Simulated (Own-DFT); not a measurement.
## Calculated data, HfTi₂₃O₄₈ (rutile with substituted atoms, atoms displaced)

A calculation, not a measurement: plane-wave PBE density functional theory by an unreviewed code, no spin, of a simulated periodic cell, stress positive in tension, free energy of the whole cell less one offset for each atom, defect cell not probed for a lower state with spin; hafnium file: forces about 75 meV/angstrom off all-electron values; oxygen file: force components 24 meV/angstrom off all-electron in one glass; forces on such cells passed a denser k mesh, this cell's mesh not checked; offsets are fitted by least squares, one for each functional and potential file, so energies compare only between cells with the same atoms and settings and are not formation energies; the far tail of each file's local potential was reset to the Coulomb form; each entry is a single point on an unrelaxed cell, so the pressure reflects the starting lattice, mostly measured values (interpolated for alloys), from which strain is counted, and rises with the displacements; printed positions are rounded, which can move forces by about a meV/angstrom; the program, named Own-DFT, is a retired in-house code; no spin-orbit coupling; before rounding, a Quantum ESPRESSO 7.3.1 run of the same cell and cutoff gave forces within 1 meV/angstrom rms on each cell, which checks the program and not the settings. Program: Own-DFT development build.

Common to all runs: functional PBE; potential files PseudoDojo norm-conserving, scalar-relativistic, standard set; wave cutoff 72 hartree; occupations Fermi-Dirac; smearing width 0.1 eV; k mesh 3 x 3 x 3 centred on Gamma.

(1) HfTi₂₃O₄₈ (rutile with substituted atoms, atoms displaced)

```
HfTi23O48
1.0
      9.1874     0.0000     0.0000
      0.0000     9.1874     0.0000
      0.0000     0.0000     8.8761
Ti O Ti O Ti O Ti O Ti O Ti O Ti O Hf Ti O Ti O Ti O Ti O Ti O
2 4 2 4 2 4 2 4 2 4 2 4 2 4 1 1 4 2 4 2 4 2 4 2 4
Direct
  0.00610 0.00181 0.00009
  0.24867 0.25241 0.17100
  0.14352 0.14974 0.00718
  0.35586 0.34450 0.99834
  0.40054 0.10568 0.16940
  0.10704 0.40784 0.16271
  0.00386 0.01264 0.33956
  0.24956 0.25377 0.51332
  0.15418 0.15372 0.33254
  0.34100 0.35591 0.34114
  0.40976 0.09583 0.49524
  0.09250 0.39523 0.49305
  0.01062 0.98940 0.66467
  0.24257 0.24757 0.82426
  0.14089 0.13475 0.67177
  0.35002 0.35192 0.66396
  0.39917 0.09020 0.82251
  0.09915 0.40471 0.83351
  0.99297 0.51099 0.99255
  0.26601 0.76225 0.16345
  0.14639 0.63933 0.00584
  0.35601 0.84477 0.99899
  0.39983 0.58228 0.17371
  0.10338 0.91339 0.17632
  0.00353 0.49985 0.32906
  0.25313 0.75020 0.49214
  0.14291 0.64709 0.33448
  0.34227 0.84596 0.33211
  0.39619 0.60692 0.49846
  0.10386 0.90453 0.50923
  0.00309 0.51238 0.65783
  0.25456 0.74419 0.81753
  0.14381 0.65729 0.68173
  0.34902 0.86326 0.65999
  0.39930 0.58437 0.83847
  0.10109 0.91546 0.84058
  0.49187 0.99014 0.99633
  0.76896 0.25038 0.15617
  0.65126 0.15779 0.99460
  0.84392 0.35455 0.00229
  0.91108 0.09626 0.17049
  0.58795 0.39440 0.18354
  0.49102 0.00332 0.34809
  0.76278 0.24880 0.51590
  0.65109 0.13319 0.33814
  0.84374 0.35394 0.32674
  0.89230 0.09465 0.51195
  0.59866 0.39099 0.50550
  0.49713 0.98292 0.66560
  0.73600 0.23370 0.83836
  0.65750 0.14046 0.66765
  0.86089 0.34961 0.66420
  0.89951 0.09499 0.81954
  0.59734 0.40967 0.84178
  0.51322 0.49058 0.98864
  0.74017 0.74685 0.16147
  0.65680 0.64830 0.98155
  0.84454 0.83601 0.99985
  0.89476 0.60148 0.18474
  0.60985 0.90332 0.16863
  0.49033 0.49080 0.33354
  0.75971 0.73531 0.51401
  0.64890 0.64177 0.35726
  0.85208 0.84373 0.32913
  0.90888 0.61363 0.50518
  0.60718 0.88806 0.50905
  0.49261 0.52397 0.66645
  0.73699 0.73537 0.82561
  0.66123 0.65411 0.66382
  0.85034 0.85686 0.65631
  0.89538 0.61186 0.82278
  0.59048 0.91406 0.81593
```

```
free energy of cell above offsets : -10.539 eV
pressure                          : 11.95 GPa
stress xx                         : -11.2 GPa
stress yy                         : -10.5 GPa
stress zz                         : -14.17 GPa
stress yz                         : -1.07 GPa
stress xz                         : 1.31 GPa
stress xy                         : -1.65 GPa
```

Force:
```tsv
element	x (eV/Å)	y (eV/Å)	z (eV/Å)
Ti	-1.489	-0.628	-0.021
Ti	0.597	0.554	-1.101
O	1.196	1.308	-0.81
O	-0.923	-0.713	-0.755
O	-0.37	-0.495	-2.307
O	-1.162	0.1	0.102
Ti	-1.995	-1.771	-0.302
Ti	0.038	-0.183	-2.373
O	0.161	0.138	0.953
O	-1.269	-1.629	0.931
O	-5.106	5.01	6.76
O	0.49	0.233	1.473
Ti	-3.799	-0.697	1.327
Ti	0.501	0.091	3.015
O	3.558	4.169	-0.488
O	-0.776	-0.426	0.38
O	-0.963	1.16	1.607
O	-0.243	0.079	-0.072
Ti	0.635	-0.054	0.995
Ti	-2.373	-2.594	-0.174
O	1.331	2.267	-0.705
O	-0.662	-0.914	-0.64
O	-1.07	2.804	-0.926
O	1.025	-1.395	-0.746
Ti	-0.766	-0.55	-1.788
Ti	-2.03	0.072	-1.535
O	2.053	1.851	0.837
O	-1.218	-1.721	0.383
O	0.128	-0.189	1.773
O	1.054	-1.102	-1.931
Ti	-1.748	-2.939	0.422
Ti	-0.861	1.072	2.409
O	1.469	0.72	-1.028
O	-3.611	-4.3	0.673
O	-1.276	2.304	-0.718
O	1.795	-2.594	0.003
Ti	1.236	2.353	0.835
Ti	-1.448	-0.149	3.885
O	-0.971	-1.239	1.384
O	0.25	0.096	-0.76
O	-1.108	0.918	-0.255
O	1.133	-0.265	-1.821
Hf	5.75	-2.468	-6.015
Ti	-1.761	0.199	-2.027
O	3.072	3.045	-0.47
O	0.219	-0.712	0.205
O	1.942	-0.541	-1.279
O	-1.188	1.456	1.311
Ti	2.376	3.4	-2.006
Ti	2.106	-0.279	-2.766
O	0.035	1.628	0.51
O	-0.447	0.582	0.547
O	-0.445	0.581	2.111
O	1.604	-1.568	-3.324
Ti	-1.944	-1.038	5.295
Ti	1.595	1.493	2.448
O	-1.695	-0.867	1.828
O	0.249	0.685	-0.15
O	0.605	-1.091	-1.626
O	-1.274	-0.507	-2.49
Ti	2.986	0.101	-0.67
Ti	-0.4	4.361	-5.794
O	-0.108	0.274	-1.273
O	0.005	0.322	-0.096
O	2.499	-2.67	-0.012
O	-1.481	0.557	0.636
Ti	1.357	-3.082	-2.422
Ti	3.137	4.322	2.265
O	-3.654	-3.015	0.792
O	-0.432	-1.201	1.379
O	1.458	-1.77	0.145
O	2.421	-2.952	4.054
```

(2) HfTi₂₃O₄₈ (rutile with substituted atoms, atoms displaced)

```
HfTi23O48
1.0
      9.1874     0.0000     0.0000
      0.0000     9.1874     0.0000
      0.0000     0.0000     8.8761
Ti O Ti O Ti O Ti O Ti O Ti O Ti O Ti Hf O Ti O Ti O Ti O Ti O
2 4 2 4 2 4 2 4 2 4 2 4 2 4 1 1 4 2 4 2 4 2 4 2 4
Direct
  0.99494 0.00734 0.01981
  0.25550 0.26399 0.18204
  0.14800 0.16159 0.00010
  0.34814 0.34988 0.00175
  0.41472 0.09801 0.16933
  0.09796 0.41065 0.15849
  0.99400 0.97881 0.33550
  0.25919 0.25247 0.49172
  0.15997 0.15269 0.33532
  0.34936 0.36092 0.34040
  0.40954 0.09291 0.49371
  0.09631 0.38670 0.49213
  0.99995 0.99289 0.64449
  0.26939 0.23818 0.83284
  0.15104 0.15088 0.67301
  0.35970 0.34376 0.64825
  0.39530 0.09515 0.83310
  0.09615 0.41811 0.81457
  0.01104 0.49694 0.99664
  0.25087 0.75487 0.16668
  0.15745 0.65344 0.99605
  0.35334 0.84134 0.99824
  0.41485 0.59312 0.17681
  0.10219 0.89942 0.17303
  0.98298 0.47497 0.33146
  0.25649 0.77440 0.49188
  0.16167 0.65924 0.32639
  0.34561 0.84755 0.33275
  0.38831 0.61194 0.49914
  0.07519 0.90860 0.48181
  0.00703 0.48715 0.67145
  0.23624 0.75857 0.83986
  0.14869 0.65258 0.67220
  0.35563 0.83783 0.66471
  0.40830 0.60247 0.83031
  0.08602 0.90775 0.85431
  0.50353 0.97634 0.00798
  0.73842 0.26125 0.16961
  0.65785 0.15197 0.99300
  0.84332 0.33492 0.98383
  0.90892 0.10045 0.16726
  0.60373 0.41246 0.15897
  0.49954 0.00876 0.33287
  0.75453 0.24291 0.49717
  0.66240 0.15286 0.34383
  0.84543 0.35378 0.31203
  0.91065 0.09647 0.49913
  0.58540 0.41766 0.51184
  0.49762 0.99832 0.65684
  0.75576 0.25446 0.84166
  0.66418 0.15576 0.65212
  0.83979 0.34145 0.65151
  0.89455 0.10261 0.82659
  0.59752 0.41495 0.84375
  0.49738 0.51524 0.00400
  0.74979 0.74767 0.17552
  0.66083 0.66172 0.00937
  0.85591 0.84235 0.99074
  0.89711 0.58560 0.17451
  0.59004 0.89505 0.18225
  0.51245 0.51211 0.32378
  0.76031 0.74543 0.48216
  0.66329 0.64200 0.33063
  0.85026 0.85107 0.34359
  0.88022 0.60586 0.49725
  0.59106 0.91130 0.49657
  0.51164 0.49988 0.65844
  0.74097 0.73088 0.81920
  0.65959 0.65085 0.67364
  0.86720 0.85217 0.66971
  0.91446 0.59766 0.82890
  0.58870 0.90893 0.82562
```

```
free energy of cell above offsets : -7.580 eV
pressure                          : 17.31 GPa
stress xx                         : -15.57 GPa
stress yy                         : -14.6 GPa
stress zz                         : -21.76 GPa
stress yz                         : -1.41 GPa
stress xz                         : -3 GPa
stress xy                         : -0.89 GPa
```

Force:
```tsv
element	x (eV/Å)	y (eV/Å)	z (eV/Å)
Ti	0.112	-0.298	-4.874
Ti	-0.426	-1.505	-2.951
O	0.745	0.394	0.326
O	0.285	0.546	0.636
O	-0.939	0.835	-0.785
O	0.508	-0.909	1.382
Ti	-0.385	5.609	-5.184
Ti	-1.16	-0.369	2.95
O	0.246	0.007	-1.079
O	0.577	-0.231	-0.985
O	-1.969	1.588	0.295
O	-1.143	1.351	-0.277
Ti	-0.293	2.558	7.055
Ti	-1.713	0.064	0.077
O	0.864	0.149	-0.662
O	-0.382	-0.042	1.357
O	1.145	-0.828	0.308
O	2.822	-3.156	4.176
Ti	-1.126	1.257	-0.82
Ti	-1.521	-1.208	1.45
O	-0.676	-1.174	1.288
O	0.527	0.59	0.526
O	-2.097	2.288	-0.573
O	-0.004	0.136	-0.257
Ti	3.955	3.788	0.371
Ti	-0.046	-4.061	1.968
O	-0.706	-0.275	-0.116
O	1.321	1.788	-1.229
O	1.796	-0.672	-0.55
O	5.946	-4.588	3.055
Ti	-1.612	2.243	-3.206
Ti	-0.991	0.123	-3.174
O	-0.065	0.856	-0.55
O	-0.659	1.491	0.104
O	-0.397	0.291	1.407
O	2.529	-1.325	-1.631
Ti	0.895	1.613	-1.426
Ti	-1.068	-3.129	-4.106
O	-1.259	-0.644	1.906
O	3.463	3.776	4.776
O	-1.819	1.336	2.041
O	0.523	-1.028	1.034
Ti	0.298	0.108	-0.007
Hf	1.36	2.241	1.232
O	-3.795	-2.802	-7.113
O	-0.936	-0.996	0.407
O	0.29	-0.038	-1.418
O	2.902	-2.272	-4.786
Ti	1.29	-0.001	1.476
Ti	-1.471	-3.232	-4.183
O	-4.579	-3.404	3.87
O	4.059	5.066	4.816
O	0.534	-0.209	0.306
O	0.266	-0.273	-0.592
Ti	-0.979	-0.729	-4.936
Ti	1.794	0.698	-5.481
O	-0.94	-0.514	-0.236
O	-0.972	0.139	2.249
O	0.053	1.028	-0.976
O	1.254	-0.873	-0.925
Ti	-1.883	-1.182	3.092
Ti	-1.621	1.037	5.031
O	-0.215	0.846	0.264
O	-1.653	-0.819	-1.958
O	2.728	-2.557	-0.452
O	1.568	-1.902	0.119
Ti	-4.092	1.42	4.586
Ti	3.705	3.377	4.172
O	-1.289	-0.559	-3.55
O	-2.606	-2.057	-0.481
O	-1.892	0.23	0.673
O	1.019	-1.004	0.747
```

(3) HfTi₂₃O₄₈ (rutile with substituted atoms, atoms displaced)

```
HfTi23O48
1.0
      9.1874     0.0000     0.0000
      0.0000     9.1874     0.0000
      0.0000     0.0000     8.8761
Ti O Ti O Ti O Ti O Ti O Ti O Ti O Ti O Ti O Ti O Ti O Hf Ti O
2 4 2 4 2 4 2 4 2 4 2 4 2 4 2 4 2 4 2 4 2 4 1 1 4
Direct
  0.01037 0.00575 0.00212
  0.23645 0.24345 0.17345
  0.15257 0.15356 0.00390
  0.34063 0.34229 0.99926
  0.40025 0.09603 0.17353
  0.10893 0.40496 0.16413
  0.00508 0.00170 0.35087
  0.25041 0.25137 0.50711
  0.16265 0.15958 0.33846
  0.35432 0.35230 0.33990
  0.40120 0.08972 0.49713
  0.09812 0.38636 0.50273
  0.99936 0.01299 0.64784
  0.25375 0.25157 0.83594
  0.14504 0.17100 0.66331
  0.33136 0.32834 0.66386
  0.39973 0.09745 0.82541
  0.09106 0.39888 0.83669
  0.99830 0.51553 0.99395
  0.25947 0.74885 0.16695
  0.13823 0.65926 0.99404
  0.35272 0.84263 0.01728
  0.39724 0.59052 0.16566
  0.10280 0.90855 0.17975
  0.98730 0.50421 0.34516
  0.24895 0.75114 0.49494
  0.14387 0.63534 0.35711
  0.33531 0.85085 0.32181
  0.39008 0.57980 0.49327
  0.09376 0.91418 0.50718
  0.98685 0.49050 0.67071
  0.24843 0.72536 0.83024
  0.15046 0.65292 0.65782
  0.34122 0.83181 0.66892
  0.39297 0.59447 0.83667
  0.10950 0.90312 0.82529
  0.49818 0.98477 0.98721
  0.74801 0.23900 0.16967
  0.65970 0.16923 0.00340
  0.85001 0.36275 0.01552
  0.91165 0.09652 0.17065
  0.58107 0.39688 0.16205
  0.49207 0.99398 0.32816
  0.73663 0.26186 0.49007
  0.66861 0.15630 0.33948
  0.85162 0.35590 0.33164
  0.90836 0.09564 0.50502
  0.59299 0.40745 0.50798
  0.50071 0.99013 0.67251
  0.75048 0.24005 0.83687
  0.65350 0.16452 0.66424
  0.86152 0.34548 0.66899
  0.90412 0.09304 0.82924
  0.58531 0.38596 0.82355
  0.50739 0.51176 0.99291
  0.76269 0.74425 0.17425
  0.66627 0.65702 0.99964
  0.83370 0.84348 0.00633
  0.90036 0.59555 0.16641
  0.57737 0.89582 0.17602
  0.51728 0.50223 0.32415
  0.73710 0.75557 0.49496
  0.63829 0.65156 0.33587
  0.83845 0.84658 0.32535
  0.90015 0.59584 0.49161
  0.60075 0.90890 0.49710
  0.50186 0.49820 0.66242
  0.74970 0.75636 0.83474
  0.65220 0.65420 0.67293
  0.84058 0.85372 0.67067
  0.90343 0.60314 0.83627
  0.59788 0.90733 0.83877
```

```
free energy of cell above offsets : -12.023 eV
pressure                          : 13.76 GPa
stress xx                         : -12.25 GPa
stress yy                         : -12.03 GPa
stress zz                         : -16.99 GPa
stress yz                         : -1.72 GPa
stress xz                         : 0.39 GPa
stress xy                         : -0.5 GPa
```

Force:
```tsv
element	x (eV/Å)	y (eV/Å)	z (eV/Å)
Ti	0.779	-0.978	-1.171
Ti	1.359	3.176	-0.115
O	-0.852	-1.281	-0.678
O	1.02	0.682	-0.684
O	0.758	-0.037	-0.642
O	-0.753	0.267	0.012
Ti	0.568	0.65	-5.12
Ti	0.121	0.253	-3.3
O	-2.646	-2.814	0.24
O	0.009	-0.714	-0.322
O	0.485	-0.602	1.389
O	-1.966	2.355	-0.042
Ti	1.38	-0.341	7.762
Ti	-0.949	0.714	1.305
O	-1.955	-3.175	1.047
O	3.901	3.495	2.372
O	1.091	-1.555	0.505
O	0.051	0.862	-0.323
Ti	0.436	-3.231	1.477
Ti	-2.071	-1.277	-0.04
O	1.41	1.006	1.032
O	0.383	0.36	-1.923
O	0.207	0.775	-0.668
O	-0.32	-0.722	-0.515
Ti	3.348	-1.677	-2.067
Ti	0.002	-2.516	0.588
O	1.368	2.341	-1.097
O	0.609	-0.156	1.655
O	-0.658	2.584	-1.081
O	2.186	-2.557	-1.184
Ti	2.276	0.047	-0.217
Ti	-3.391	2.698	-1.426
O	-0.295	-0.372	0.729
O	2.382	1.715	-0.067
O	0.944	-0.431	1.434
O	-0.611	0.317	1.327
Ti	-1.949	1.891	4.546
Ti	2.555	1.929	-1.485
O	-1.616	-2.562	-0.33
O	-1.093	-1.404	-0.698
O	-1.161	0.582	0.114
O	1.448	-0.164	-0.602
Ti	-1.22	1.846	-0.441
Ti	1.444	0.397	1.919
O	-1.799	-1.589	-0.052
O	-1.959	-1.625	0.456
O	-2.908	2.495	-2.571
O	3.706	-3.091	-4.424
Ti	-1.936	1.623	-2.994
Ti	1.34	1.021	-0.328
O	-0.244	-1.233	-0.162
O	-2.031	-0.853	-0.233
O	-0.827	0.613	1.1
O	1.247	-0.064	3.038
Ti	-0.075	-1.997	1.762
Ti	-0.489	-0.088	-2.319
O	-3.033	-2.287	-0.142
O	1.497	1.654	0.07
O	-0.429	0.9	0.866
O	2.021	-0.583	-1.661
Ti	-4.834	-2.743	-0.093
Ti	0.943	0.401	1.983
O	2.13	1.995	0.33
O	1.014	1.002	2.134
O	-1.89	1.497	2.279
O	0.4	-0.964	0.685
Hf	-3.408	1.584	1.504
Ti	2.293	-0.318	-0.442
O	0.482	0.968	-0.679
O	-0.191	-0.414	-0.98
O	-0.777	0.478	-1.285
O	0.744	-0.757	-1.06
```

(4) HfTi₂₃O₄₈ (rutile with substituted atoms, atoms displaced)

```
HfTi23O48
1.0
      9.1874     0.0000     0.0000
      0.0000     9.1874     0.0000
      0.0000     0.0000     8.8761
Ti O Ti O Ti O Ti O Ti O Ti O Ti O Ti O Ti O Ti Hf O Ti O Ti O
2 4 2 4 2 4 2 4 2 4 2 4 2 4 2 4 2 4 1 1 4 2 4 2 4
Direct
  0.01308 0.00544 0.99218
  0.25092 0.23533 0.16580
  0.15799 0.14853 0.99200
  0.35684 0.34653 0.99191
  0.39173 0.09779 0.16201
  0.09047 0.40658 0.15858
  0.00323 0.99651 0.34010
  0.24607 0.24658 0.49473
  0.15428 0.15659 0.31661
  0.35523 0.33895 0.33981
  0.39758 0.10564 0.49195
  0.09245 0.39520 0.49229
  0.99576 0.99687 0.66171
  0.23930 0.25244 0.82707
  0.14490 0.16478 0.67517
  0.33382 0.34413 0.66608
  0.40009 0.10780 0.84195
  0.10116 0.39789 0.83522
  0.99770 0.49906 0.00283
  0.25843 0.74838 0.16888
  0.15443 0.65318 0.98904
  0.35339 0.84337 0.99487
  0.39812 0.60200 0.16168
  0.12053 0.90453 0.16582
  0.99137 0.49155 0.31307
  0.25645 0.75094 0.49580
  0.14280 0.65211 0.33262
  0.35201 0.85712 0.33375
  0.41111 0.59976 0.48951
  0.10338 0.90175 0.50159
  0.00582 0.50347 0.65924
  0.25122 0.74970 0.83924
  0.16653 0.64959 0.65928
  0.35681 0.84471 0.67166
  0.41066 0.60936 0.84832
  0.10031 0.91685 0.82905
  0.53052 0.00420 0.00769
  0.75600 0.23830 0.17137
  0.65199 0.14303 0.01362
  0.84680 0.36537 0.98666
  0.90246 0.11506 0.16770
  0.59395 0.40737 0.17210
  0.50402 0.00332 0.32323
  0.75408 0.26570 0.51733
  0.65507 0.16019 0.32944
  0.83736 0.33887 0.34087
  0.89831 0.09437 0.48150
  0.60243 0.40131 0.50417
  0.51230 0.99708 0.65079
  0.76198 0.25116 0.82883
  0.65716 0.15006 0.66106
  0.86010 0.34149 0.67978
  0.91296 0.08242 0.82686
  0.59177 0.41041 0.85037
  0.50171 0.51373 0.00942
  0.75095 0.75516 0.16529
  0.65236 0.64852 0.02954
  0.83193 0.83473 0.98957
  0.89092 0.59512 0.16859
  0.59282 0.90308 0.17119
  0.49492 0.50442 0.31332
  0.74255 0.73946 0.51737
  0.64838 0.65077 0.32683
  0.84024 0.83125 0.33124
  0.90991 0.58819 0.51232
  0.60562 0.89677 0.48813
  0.49655 0.49000 0.66384
  0.73748 0.73475 0.81835
  0.65667 0.64698 0.67156
  0.84164 0.84712 0.65209
  0.89684 0.59049 0.83306
  0.57917 0.88813 0.83385
```

**Q.** HfTi₂₃O₄₈ (rutile with substituted atoms, atoms displaced) (entry 4): stress yy?
**A.** -12.4 GPa

**Q.** What pressure does the calculation give for HfTi₂₃O₄₈ (rutile with substituted atoms, atoms displaced) (entry 4)?
**A.** 13.46 GPa

**Q.** What stress zz does the calculation give for HfTi₂₃O₄₈ (rutile with substituted atoms, atoms displaced) (entry 4)?
**A.** -16.34 GPa

**Q.** Give the table of force values for HfTi₂₃O₄₈ (rutile with substituted atoms, atoms displaced) (entry 4).
**A.** 
Force:
```tsv
element	x (eV/Å)	y (eV/Å)	z (eV/Å)
Ti	0.542	-1.224	1.24
Ti	2.231	2.46	-2.381
O	-1.627	-0.591	1.305
O	-1.132	0.225	1.447
O	1.939	-1.28	0.375
O	0.842	-1.069	0.751
Ti	-0.291	-1.268	-1.146
Ti	0.1	0.912	0.446
O	-1.937	-1.46	2.102
O	-0.623	0.655	-0.64
O	1.361	-1.741	0.803
O	-0.084	-0.011	0.002
Ti	1.196	0.357	-0.206
Ti	3.272	0.026	1.82
O	-1.754	-2.399	-2.531
O	2.464	2.149	-1.287
O	1.507	-1.238	-0.852
O	-1.423	1.638	0.602
Ti	0.609	1.078	-2.612
Ti	-1.314	1.725	-1.108
O	-0.989	-0.375	1.293
O	-0.66	-0.087	0.977
O	-0.622	-0.02	1.289
O	-2.417	0.95	-0.308
Ti	0.636	0.626	2.766
Ti	0.652	-0.843	1.114
O	0.804	0.2	-0.145
O	-0.283	-0.914	-0.114
O	-0.456	0.099	1.547
O	-0.545	0.79	-0.339
Ti	2.427	0.2	0.836
Ti	1.613	0.528	-0.304
O	-1.004	-0.45	0.205
O	-0.142	0.588	-1.605
O	-0.139	-0.371	-1.928
O	0.565	-1.633	-0.384
Ti	-5.565	-1.585	-4.272
Ti	-1.046	1.927	1.034
O	2.807	2.75	-1.319
O	-1.295	-2.578	0.055
O	1.808	-2.316	-0.569
O	0.814	-0.996	-0.306
Ti	-1.09	1.169	1.395
Ti	-0.681	-0.374	-3.012
O	-1.186	-1.308	0.465
O	1.615	1.84	-0.427
O	0.517	-0.066	1.207
O	-0.044	0.154	0.856
Ti	-2.752	-0.212	2.33
Ti	-1.138	0.644	2.191
O	0.435	0.163	0.972
O	-0.429	-0.253	-0.245
O	-2.97	2.51	0.765
O	1.624	-1.526	-2.737
Ti	-0.325	-2.288	-3.038
Hf	0.99	1.658	1.083
O	-3.635	-3.691	-6.708
O	3.048	3.263	-3.5
O	2.846	-2.675	-0.166
O	-0.921	0.996	0.563
Ti	0.738	-0.326	2.716
Ti	0.85	0.046	-6.395
O	-1.615	-1.848	3.248
O	4.692	3.986	5.735
O	-2.08	1.269	-1.34
O	-0.931	0.916	0.705
Ti	-1.866	-0.721	0.811
Ti	2.327	2.28	6.794
O	-2.667	-2.648	-1.981
O	0.365	0.237	1.688
O	-0.258	0.965	-0.867
O	1.702	0.403	-0.76
```

Further results for HfTi₂₃O₄₈ (rutile with substituted atoms, atoms displaced) (entry 4):

```
free energy of cell above offsets : -10.390 eV
stress xx                         : -11.63 GPa
stress yz                         : -0.92 GPa
stress xz                         : -0.35 GPa
stress xy                         : -0.42 GPa
```
